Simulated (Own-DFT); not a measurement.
Si₃N₄ (beta silicon nitride, atoms displaced) (calculated)

All values are calculated (Own-DFT development build). A calculation, not a measurement: plane-wave PBE density functional theory by an unreviewed code, no spin, of a simulated periodic cell, stress positive in tension, free energy of the whole cell less one offset for each atom, forces on such cells passed a denser k mesh, this cell's mesh not checked; offsets are fitted by least squares, one for each functional and potential file, so energies compare only between cells with the same atoms and settings and are not formation energies; the far tail of each file's local potential was reset to the Coulomb form; each entry is a single point on an unrelaxed cell, so the pressure reflects the starting lattice, mostly measured values (interpolated for alloys), from which strain is counted, and rises with the displacements; printed positions are rounded, which can move forces by about a meV/angstrom; the program, named Own-DFT, is a retired in-house code; no spin-orbit coupling.

Common to all runs: functional PBE; potential files PseudoDojo norm-conserving, scalar-relativistic, standard set; wave cutoff 42 hartree; occupations Fermi-Dirac; smearing width 0.1 eV; k mesh 3 x 3 x 3 centred on Gamma.

(1) Si₃N₄ (beta silicon nitride, atoms displaced)

```
cell vectors (Å)
   7.6060     0.0000     0.0000
  -3.8030     6.5870     0.0000
   0.0000     0.0000     8.7270
atoms (fractions of the cell vectors)
Si  0.16589  0.76520  0.06919
Si  0.23449  0.38471  0.10000
Si  0.61903  0.82209  0.10614
Si  0.83561  0.23388  0.24080
Si  0.76692  0.59560  0.25995
Si  0.40787  0.15631  0.27308
N   0.34576  0.02925  0.09176
N   0.99038  0.31661  0.08336
N   0.70156  0.68122  0.08018
N   0.69000  0.99494  0.26015
N   0.03809  0.67870  0.23852
N   0.29990  0.33364  0.24283
N   0.30627  0.64891  0.07313
N   0.64578  0.33718  0.24774
Si  0.18635  0.78948  0.42656
Si  0.23475  0.40442  0.42128
Si  0.57137  0.79215  0.41852
Si  0.83938  0.23524  0.56345
Si  0.76982  0.60660  0.58813
Si  0.38858  0.15239  0.59072
N   0.32289  0.03774  0.42473
N   0.98177  0.30169  0.41086
N   0.68424  0.65883  0.40297
N   0.65998  0.95191  0.58725
N   0.04528  0.71026  0.57552
N   0.30835  0.32479  0.56348
N   0.33243  0.66294  0.40989
N   0.65925  0.31117  0.58970
Si  0.17961  0.76924  0.73682
Si  0.24511  0.41262  0.76737
Si  0.58071  0.82485  0.74161
Si  0.85144  0.23991  0.92081
Si  0.76386  0.57747  0.91664
Si  0.40575  0.16176  0.94486
N   0.32894  0.03287  0.77275
N   0.98743  0.30307  0.74952
N   0.71602  0.67308  0.73260
N   0.64054  0.96619  0.91494
N   0.03031  0.69847  0.92366
N   0.27616  0.34501  0.91995
N   0.30937  0.67416  0.75112
N   0.66137  0.32417  0.93159
```

```
free energy of cell above offsets : 11.250 eV
pressure                          : 17.27 GPa
stress xx                         : -15.46 GPa
stress yy                         : -11.72 GPa
stress zz                         : -24.62 GPa
stress yz                         : 3.96 GPa
stress xz                         : 0.81 GPa
stress xy                         : 2.04 GPa
```

Force:
```
element  x (eV/Å)  y (eV/Å)  z (eV/Å)
     Si      4.66     0.522     5.278
     Si    -5.952     7.427    -8.963
     Si    -11.06     5.144    -3.878
     Si    -1.658     4.549     0.645
     Si     3.974    -1.375    -5.917
     Si    -1.395     4.795    -7.903
      N     -1.58    -3.399     5.333
      N    -3.221    -2.862     0.731
      N     7.625    -5.572     0.002
      N    -0.574    -6.982      0.43
      N    -3.301     1.145     4.181
      N     6.127    -4.244     10.77
      N     4.796     1.529     1.809
      N     4.658    -0.167     0.632
     Si     1.267    -4.929    -6.607
     Si    -0.467     0.695    -3.922
     Si     1.658     7.353     0.698
     Si    -2.133    -2.059      5.69
     Si     4.808    -5.586    -8.584
     Si     1.823     4.591     4.088
      N     0.017    -3.853     2.191
      N    -0.804    -0.071    -1.398
      N     0.862     0.416     5.279
      N     0.393      2.74    -5.166
      N    -4.278    -1.638     1.536
      N     0.416     0.146      5.83
      N     -3.49    -0.688      0.69
      N     0.247     2.431    -0.779
     Si    -7.613     3.721     4.742
     Si    -4.281     2.531     -9.41
     Si     0.262    -0.695     5.576
     Si    -2.896    -2.637     -1.99
     Si    -0.095     2.227     0.022
     Si    -0.154     3.817    -5.967
      N    -1.095    -0.929      -3.2
      N     -1.95    -1.018    -1.884
      N    -5.676     2.364     9.671
      N     2.734     0.663     1.083
      N    -4.168    -1.572    -6.874
      N     8.672    -5.181     6.576
      N     11.73    -4.501    -0.507
      N     1.112     1.152    -0.531
```

(2) Si₃N₄ (beta silicon nitride, atoms displaced)

```
cell vectors (Å)
   7.6060     0.0000     0.0000
  -3.8030     6.5870     0.0000
   0.0000     0.0000     8.7270
atoms (fractions of the cell vectors)
Si  0.19588  0.77132  0.09320
Si  0.25243  0.41788  0.09702
Si  0.58062  0.82209  0.11670
Si  0.82150  0.23320  0.25694
Si  0.78224  0.60313  0.24695
Si  0.38566  0.14655  0.24465
N   0.31371  0.02629  0.08636
N   0.98863  0.31479  0.07567
N   0.70224  0.67371  0.07794
N   0.65303  0.97491  0.25458
N   0.02087  0.68942  0.24875
N   0.31186  0.36092  0.25590
N   0.33838  0.66643  0.08104
N   0.67261  0.35359  0.23974
Si  0.14594  0.76448  0.42025
Si  0.21533  0.39613  0.42823
Si  0.60941  0.80510  0.42515
Si  0.84239  0.23958  0.58319
Si  0.79851  0.59631  0.59054
Si  0.40384  0.19141  0.58238
N   0.32466  0.01198  0.40314
N   0.98628  0.30396  0.42805
N   0.69767  0.66036  0.41050
N   0.71373  0.98073  0.56518
N   0.04484  0.67390  0.58694
N   0.31155  0.32637  0.58343
N   0.31933  0.65297  0.41959
N   0.66293  0.32663  0.59312
Si  0.15906  0.75719  0.74495
Si  0.23798  0.40759  0.75689
Si  0.58422  0.82737  0.74550
Si  0.81616  0.23182  0.91251
Si  0.75132  0.59780  0.90996
Si  0.39647  0.16567  0.93609
N   0.35175  0.04679  0.74727
N   0.94737  0.28825  0.74723
N   0.70132  0.65991  0.73833
N   0.65708  0.97283  0.91651
N   0.04576  0.68790  0.90654
N   0.29306  0.32809  0.91513
N   0.30933  0.66012  0.75937
N   0.67308  0.33164  0.92646
```

```
free energy of cell above offsets : 7.084 eV
pressure                          : 13.78 GPa
stress xx                         : -14.09 GPa
stress yy                         : -11.86 GPa
stress zz                         : -15.4 GPa
stress yz                         : -0.29 GPa
stress xz                         : -0.18 GPa
stress xy                         : 2.77 GPa
```

Force:
```
element  x (eV/Å)  y (eV/Å)  z (eV/Å)
     Si    -4.226    -3.342    -3.215
     Si    -3.781    -1.791    -4.619
     Si     3.302    -0.573    -8.348
     Si     0.916     2.308    -2.352
     Si    -4.507    -1.592    -1.911
     Si     0.557     7.814     3.431
      N    -0.133    -2.738     0.086
      N    -1.677    -1.633     2.165
      N    -1.405     1.385     2.162
      N      0.96     1.467     4.088
      N     3.968     2.399     0.009
      N       3.7    -4.346     2.865
      N     0.127     0.939     0.848
      N      0.38    -5.779      1.16
     Si     6.282    -0.171    -2.632
     Si     7.625     4.492     -1.58
     Si    -7.826     3.599    -0.487
     Si    -4.063     -2.07    -0.579
     Si    -4.436    -3.501    -2.049
     Si     8.002    -6.234     0.433
      N    -1.288      1.68     3.235
      N     -7.57    -3.427    -2.974
      N     5.728     -2.25     1.306
      N    -1.469    -2.803      2.84
      N    -3.941    -0.725    -2.464
      N    -8.428     5.137     0.622
      N     1.072     2.664     0.402
      N     2.111     1.761    -1.715
     Si     3.425     5.765     3.262
     Si    -2.762    -0.758    -1.745
     Si     0.271     0.967     0.444
     Si     3.239    -0.751     1.888
     Si     4.485    -1.795      1.57
     Si     1.772     3.505    -7.655
      N     -1.51    -3.212     0.724
      N     5.157     2.509     2.101
      N    -2.615     2.136     0.634
      N     0.313    -1.869     0.852
      N     -4.57    -0.292     4.884
      N     2.351     -0.55     3.136
      N     6.012    -0.053    -1.075
      N     -5.55     1.728     0.253
```

(3) Si₃N₄ (beta silicon nitride, atoms displaced)

```
cell vectors (Å)
   7.6060     0.0000     0.0000
  -3.8030     6.5870     0.0000
   0.0000     0.0000     8.7270
atoms (fractions of the cell vectors)
Si  0.13521  0.75403  0.08980
Si  0.22186  0.39920  0.08735
Si  0.61721  0.83853  0.07441
Si  0.82081  0.21470  0.25171
Si  0.78271  0.59677  0.26162
Si  0.42433  0.17135  0.27068
N   0.33231  0.02087  0.09966
N   0.98635  0.31280  0.07964
N   0.68942  0.65681  0.09139
N   0.70171  0.97360  0.27889
N   0.03010  0.68922  0.24261
N   0.30232  0.34577  0.23828
N   0.31951  0.64928  0.09260
N   0.67105  0.36056  0.25876
Si  0.17516  0.78661  0.39746
Si  0.21443  0.40636  0.42606
Si  0.60172  0.81591  0.40539
Si  0.83213  0.23996  0.58344
Si  0.78389  0.60012  0.59876
Si  0.39286  0.15890  0.60654
N   0.31656  0.02402  0.44297
N   0.95993  0.30193  0.40431
N   0.67187  0.65569  0.41550
N   0.68618  0.98341  0.59617
N   0.02186  0.70076  0.57605
N   0.30019  0.30914  0.57816
N   0.32245  0.65254  0.40669
N   0.64911  0.32670  0.58153
Si  0.17093  0.76139  0.73038
Si  0.20650  0.38874  0.76522
Si  0.58919  0.80433  0.73905
Si  0.80475  0.24072  0.92397
Si  0.77660  0.59264  0.90578
Si  0.40663  0.15950  0.92576
N   0.32767  0.00918  0.73854
N   0.96331  0.30513  0.75692
N   0.66732  0.63132  0.75358
N   0.66140  0.98111  0.91684
N   0.04678  0.70182  0.92195
N   0.31158  0.30794  0.91896
N   0.35217  0.67545  0.76191
N   0.68099  0.34108  0.90769
```

```
free energy of cell above offsets : 10.727 eV
pressure                          : 15.44 GPa
stress xx                         : -14.83 GPa
stress yy                         : -19.62 GPa
stress zz                         : -11.87 GPa
stress yz                         : 5.56 GPa
stress xz                         : -2.35 GPa
stress xy                         : -0.12 GPa
```

Force:
```
element  x (eV/Å)  y (eV/Å)  z (eV/Å)
     Si     10.83      4.12    -4.796
     Si     5.136     1.935    -2.043
     Si    -2.954    -3.752     2.517
     Si    -0.568     4.922    -2.673
     Si    -5.622     3.282      -0.9
     Si     -4.73     2.283    -1.559
      N     0.346     0.033     0.102
      N    -8.472    -4.428     0.058
      N     2.268     1.235    -2.154
      N    -0.912     1.487    -8.715
      N    -3.645    -0.989     7.098
      N     3.293    -3.835     6.628
      N     -0.09     4.757    -1.187
      N     3.506    -9.012    -0.561
     Si     3.329    -3.821     3.326
     Si     4.433    -2.632    -2.838
     Si    -5.906     -1.55     7.342
     Si    -2.299    -0.726    -0.363
     Si     -6.29    -4.802    -4.003
     Si     1.315     5.453    -5.783
      N     1.082     1.241    -4.738
      N     0.846     1.247     4.889
      N     7.254    -2.839     1.995
      N     0.406    -3.301    -2.003
      N     2.916     1.059    -1.298
      N    -6.262     3.183     1.687
      N    -1.298     5.517     1.195
      N     3.253     1.329     0.725
     Si     3.283    -0.919     4.396
     Si     6.142     1.569    -1.139
     Si     1.323     5.301      0.96
     Si     11.22    -3.753     0.305
     Si    -0.857     1.079     4.687
     Si      1.52    -1.371    -0.231
      N     0.096    -1.498     8.092
      N    -1.315     0.097    -0.329
      N     1.083         2     -0.37
      N     0.953    -0.871     -0.54
      N    -4.394    -1.445    -6.482
      N    -5.407      2.43    -0.639
      N    -5.877    -5.324    -1.024
      N    -8.937      1.31     0.367
```

(4) Si₃N₄ (beta silicon nitride, atoms displaced)

```
cell vectors (Å)
   7.6060     0.0000     0.0000
  -3.8030     6.5870     0.0000
   0.0000     0.0000     8.7270
atoms (fractions of the cell vectors)
Si  0.18000  0.78861  0.07640
Si  0.22857  0.41415  0.08638
Si  0.60298  0.82930  0.08693
Si  0.82169  0.22274  0.23961
Si  0.75705  0.57765  0.24066
Si  0.38775  0.16183  0.25941
N   0.33013  0.02560  0.08038
N   0.97900  0.31043  0.08068
N   0.68002  0.65178  0.08335
N   0.68936  0.97046  0.26120
N   0.03099  0.68622  0.25313
N   0.31134  0.35361  0.25657
N   0.33050  0.65195  0.08445
N   0.64617  0.30953  0.24782
Si  0.15126  0.77544  0.41439
Si  0.21850  0.38201  0.42103
Si  0.59752  0.81180  0.43323
Si  0.81170  0.22300  0.57886
Si  0.77605  0.62010  0.59574
Si  0.41489  0.17662  0.59495
N   0.31443  0.02437  0.42927
N   0.95730  0.29194  0.42014
N   0.71775  0.67463  0.40298
N   0.69058  0.99566  0.57645
N   0.01156  0.66153  0.59689
N   0.30905  0.35833  0.56900
N   0.33015  0.66196  0.41067
N   0.66198  0.33562  0.58534
Si  0.19447  0.78857  0.75578
Si  0.22383  0.39555  0.73330
Si  0.60005  0.80762  0.76636
Si  0.83545  0.23217  0.93412
Si  0.75448  0.58157  0.92319
Si  0.41493  0.19309  0.91191
N   0.32046  0.02148  0.72520
N   0.98485  0.30938  0.75828
N   0.70380  0.69211  0.75986
N   0.66888  0.98444  0.90142
N   0.02934  0.71353  0.92540
N   0.29947  0.35320  0.91918
N   0.34973  0.66317  0.74302
N   0.67004  0.33343  0.91707
```

```
free energy of cell above offsets : 6.463 eV
pressure                          : 13.3 GPa
stress xx                         : -9.46 GPa
stress yy                         : -20.02 GPa
stress zz                         : -10.41 GPa
stress yz                         : -0.76 GPa
stress xz                         : -1.21 GPa
stress xy                         : -0.2 GPa
```

Force:
```
element  x (eV/Å)  y (eV/Å)  z (eV/Å)
     Si     1.559    -6.586     3.194
     Si     2.724    -1.913     0.953
     Si    -2.547     -0.46     0.689
     Si    -0.234     1.108     4.115
     Si     1.683    -0.663     1.746
     Si    -0.255     1.349    -0.935
      N     0.075     5.416    -0.054
      N    -1.204    -0.995     3.351
      N      0.74     0.627    -0.552
      N    -0.412    -1.983    -2.744
      N    -2.553     -0.17     -3.95
      N     1.828      -3.6    -2.333
      N     -1.52      8.21    -0.613
      N     1.319     1.803    -0.464
     Si     4.429    -3.408     3.637
     Si    -6.277         5    -5.791
     Si    -2.926     1.079    -2.548
     Si     1.532     9.039      2.12
     Si     0.443    -3.646    -3.019
     Si    -1.479      3.96     -7.28
      N    -0.492      1.82    -1.173
      N     1.263     0.867    -2.468
      N    -0.441     0.263     4.201
      N    -0.278    -12.16     1.863
      N     2.261     3.816    -0.418
      N     6.785      -4.3     7.092
      N    -0.578     0.886     0.907
      N    -0.373     1.892     0.784
     Si    -0.417    -9.165    -0.592
     Si     0.414     3.239     3.109
     Si    -11.84      8.66    -2.762
     Si    -0.991     0.481    -7.347
     Si     1.732     2.815    -0.928
     Si    -2.225    -1.578     1.181
      N    -0.431     3.016     7.501
      N    -4.488    -2.486    -0.495
      N        12    -7.797    -0.343
      N     0.321    -1.563     4.697
      N    -0.776    -0.473    -2.703
      N     4.066    -3.276    -2.274
      N    -2.979     1.411       0.7
      N     0.542    -0.528    -0.054
```

(5) Si₃N₄ (beta silicon nitride, atoms displaced)

```
cell vectors (Å)
   7.6060     0.0000     0.0000
  -3.8030     6.5870     0.0000
   0.0000     0.0000     8.7270
atoms (fractions of the cell vectors)
Si  0.16490  0.75959  0.08806
Si  0.22404  0.38148  0.09736
Si  0.60193  0.82473  0.08110
Si  0.84062  0.23694  0.26094
Si  0.77166  0.57990  0.25227
Si  0.42428  0.16897  0.25100
N   0.32215  0.99733  0.08324
N   0.97711  0.30182  0.10073
N   0.74118  0.70237  0.08955
N   0.68223  0.00254  0.24328
N   0.03723  0.70020  0.27033
N   0.32964  0.34223  0.24074
N   0.35052  0.69831  0.07808
N   0.68304  0.34606  0.24368
Si  0.20530  0.79174  0.42916
Si  0.22186  0.39218  0.41201
Si  0.62463  0.82847  0.41607
Si  0.83521  0.23256  0.57898
Si  0.76477  0.59945  0.57028
Si  0.41248  0.16106  0.58138
N   0.33179  0.03266  0.42294
N   0.96283  0.28002  0.42202
N   0.70511  0.66183  0.43021
N   0.67872  0.94564  0.59096
N   0.04021  0.72664  0.57640
N   0.29428  0.33477  0.58135
N   0.33272  0.66798  0.44088
N   0.66631  0.35502  0.57735
Si  0.15654  0.78543  0.77696
Si  0.20060  0.37433  0.74401
Si  0.58491  0.83612  0.75046
Si  0.82690  0.23474  0.90955
Si  0.78645  0.59452  0.90442
Si  0.40785  0.15569  0.92727
N   0.33936  0.02119  0.75218
N   0.95067  0.29888  0.74865
N   0.70478  0.65634  0.74708
N   0.66542  0.97460  0.92911
N   0.02895  0.70402  0.91745
N   0.29972  0.34305  0.91287
N   0.32360  0.66651  0.76002
N   0.67448  0.35537  0.90439
```

```
free energy of cell above offsets : 8.113 eV
pressure                          : 14.33 GPa
stress xx                         : -8.25 GPa
stress yy                         : -16.48 GPa
stress zz                         : -18.26 GPa
stress yz                         : 4.82 GPa
stress xz                         : -1.22 GPa
stress xy                         : -3.99 GPa
```

Force:
```
element  x (eV/Å)  y (eV/Å)  z (eV/Å)
     Si     0.807    -3.998     2.542
     Si    -0.735     4.745    -6.504
     Si     0.256     0.393      2.12
     Si    -2.418     2.417      -2.5
     Si     -0.65     7.693     0.313
     Si    -0.343    -0.331    -0.824
      N    -0.177     8.586     1.258
      N    -0.577     0.305    -3.163
      N     -0.24    -1.637    -0.456
      N    -0.146    -7.843     2.076
      N     0.188    -0.148    -2.306
      N     0.958    -1.695     4.672
      N     0.037    -5.603     1.493
      N     0.344    -6.356     0.113
     Si    -2.528    -6.185    -0.585
     Si     1.764     3.632     1.196
     Si    -4.271     -0.29    -0.715
     Si     -4.97    -1.857     2.003
     Si     6.879     0.492     11.17
     Si    -1.721     4.557     3.177
      N     1.105       3.8    -3.245
      N     2.636     1.494    -0.624
      N     -5.12     2.957    -12.37
      N     0.095     6.452    -3.604
      N    -1.297    -0.871     3.533
      N     1.919    -3.005    -0.457
      N     3.771    -0.995    -2.391
      N     3.125    -7.012     -0.34
     Si     7.228    -1.613    -12.47
     Si     2.274     5.772     1.715
     Si     0.147    -5.777     4.215
     Si    -2.016    -0.709     4.769
     Si    -6.248     3.203     1.646
     Si    -0.962     3.709    -2.159
      N     0.131     3.747     0.672
      N     1.866       0.4    -1.117
      N     -2.62     2.876    -0.028
      N     0.619     2.321    -4.007
      N     -0.98    -1.606     7.653
      N     1.503    -3.361       1.8
      N    -1.061    -0.689    -0.134
      N     1.428    -7.971     1.857
```

(6) Si₃N₄ (beta silicon nitride, atoms displaced)

```
cell vectors (Å)
   7.6060     0.0000     0.0000
  -3.8030     6.5870     0.0000
   0.0000     0.0000     8.7270
atoms (fractions of the cell vectors)
Si  0.14875  0.73542  0.07468
Si  0.24679  0.41980  0.06590
Si  0.58486  0.82778  0.07991
Si  0.80662  0.21357  0.25273
Si  0.76463  0.58429  0.27237
Si  0.38538  0.15049  0.23966
N   0.30509  0.01389  0.10115
N   0.95287  0.29845  0.08407
N   0.72306  0.67320  0.09503
N   0.64026  0.97818  0.24498
N   0.03609  0.69803  0.24113
N   0.32762  0.31829  0.24966
N   0.33251  0.64102  0.07941
N   0.66983  0.33706  0.25560
Si  0.17601  0.77275  0.40665
Si  0.22368  0.40243  0.40528
Si  0.57989  0.80141  0.40014
Si  0.82627  0.22752  0.57868
Si  0.76724  0.59425  0.58217
Si  0.42072  0.17891  0.58971
N   0.31268  0.01852  0.40839
N   0.97667  0.28927  0.39608
N   0.69355  0.67903  0.42629
N   0.63815  0.94475  0.56886
N   0.03671  0.68530  0.58046
N   0.28751  0.33059  0.57871
N   0.32428  0.66900  0.41221
N   0.65857  0.32403  0.59315
Si  0.17295  0.78831  0.76118
Si  0.21774  0.39303  0.73251
Si  0.59435  0.83177  0.75280
Si  0.83228  0.21424  0.92120
Si  0.77026  0.60773  0.91679
Si  0.38791  0.17301  0.90369
N   0.33154  0.02514  0.74465
N   0.97074  0.31192  0.73801
N   0.72496  0.67111  0.74699
N   0.66187  0.97213  0.92051
N   0.03595  0.68215  0.92852
N   0.28843  0.32318  0.90281
N   0.33068  0.65552  0.75213
N   0.68603  0.32283  0.92674
```

```
free energy of cell above offsets : 6.777 eV
pressure                          : 13.98 GPa
stress xx                         : -9.56 GPa
stress yy                         : -18.4 GPa
stress zz                         : -13.97 GPa
stress yz                         : -5.01 GPa
stress xz                         : -2.56 GPa
stress xy                         : 0.1 GPa
```

Force:
```
element  x (eV/Å)  y (eV/Å)  z (eV/Å)
     Si      6.25     4.687     8.897
     Si     0.271    -12.34     2.904
     Si     1.906    -1.557     1.807
     Si     0.549     5.293    -1.935
     Si     1.259     0.774    -3.951
     Si     5.407     2.437     6.584
      N     0.266    -4.928     -10.8
      N     4.905     0.998     1.008
      N    -3.772     1.976    -1.104
      N     0.748    -6.173    -0.133
      N    -2.574    -1.881     3.517
      N     -8.81     7.134    -0.767
      N     -2.54     11.49     0.633
      N    -0.343    -2.849     0.802
     Si    -0.871    -1.736     1.246
     Si     3.583     0.631    -0.872
     Si    -5.135     4.666     1.223
     Si    -0.496    -1.555    -1.822
     Si     3.037    -0.793    -0.047
     Si     -5.31    -2.771    -4.811
      N     0.709     3.541     2.946
      N    -3.127    -1.733     3.196
      N     5.071    -3.132    -0.783
      N      1.23     3.762     2.262
      N    -2.114     0.379     0.422
      N     3.907    -2.028    -2.449
      N     2.223    -3.088    -0.968
      N     3.187     3.433    -0.886
     Si     2.003    -7.519    -2.722
     Si     -0.37     3.457      2.76
     Si     -0.64    -2.762    -2.528
     Si    -1.452     3.936    -2.199
     Si     3.246     -4.46     3.018
     Si     4.978     0.184     4.643
      N    -0.437     2.766     0.941
      N    -0.987    -2.588     1.973
      N    -3.873     2.826     1.438
      N     0.528    -3.023     -1.79
      N      -5.5    -0.843    -10.38
      N    -0.274     -0.16    -0.519
      N    -0.447     2.117     0.549
      N     -6.19     1.438    -1.295
```
